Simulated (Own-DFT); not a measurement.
# A change of arrangement and its cost: Ga48P48, 96 atoms

These are calculations, not measurements. They come from Own-DFT, an in-house plane-wave density functional program, since retired, whose code no person has reviewed. Each row is one single-point run on a periodic cell that was not relaxed, without spin or spin-orbit coupling.

Settings of every run: PBE; PseudoDojo norm-conserving scalar-relativistic files; cutoff 42 hartree; 2 x 3 x 3 k mesh centred on Gamma; Fermi-Dirac smearing of 0.1 eV.

Known limits, some of them of some rows only: not probed for a lower state with spin; forces on such cells failed a check on a denser k mesh; forces on such cells passed a denser k mesh, each cell not checked; stress not checked against mesh or cutoff.

All cells hold the same atoms in the same cell, with vectors in Å (16.352, 0.000, 0.000); (0.000, 10.901, 0.000); (0.000, 0.000, 10.901). Every atom was moved at random from its ideal site; u is the rms move along one axis. The defect's site can differ from row to row. E is the free energy of the cell above the lowest run. The arrangements:

- A: zincblende GaP
- B: zincblende GaP, with one Ga on a P site and one P on a Ga site, 2.4 Å apart

```
arrangement,u (Å),E (eV),P (GPa)
A,0.0189,0.000,2.71
A,0.0193,0.062,2.72
A,0.0201,0.039,2.72
A,0.0498,3.143,3.17
A,0.0503,3.983,3.30
A,0.0505,4.138,3.35
B,0.0297,3.956,2.91
B,0.0303,4.301,2.99
B,0.0304,3.871,2.92
B,0.0464,6.270,3.31
B,0.0515,6.955,3.45
B,0.0521,7.318,3.52
```

Question: once the cost of the random moves is taken out, how do the arrangements rank?

## Worked answer

Fit E = a + b u², with one b for all and one a for each arrangement, and with residuals divided by u², since the noise grows with the moves. Then b = 1740 eV/Å², the scatter at u = 0.04 Å is 0.25 eV, and against A:

- B: 3.09 ± 0.10 eV (higher)

These are energies of unrelaxed cells. Relaxing the atoms lowers the strained arrangements most, so the gaps would shrink and small ones could change sign.
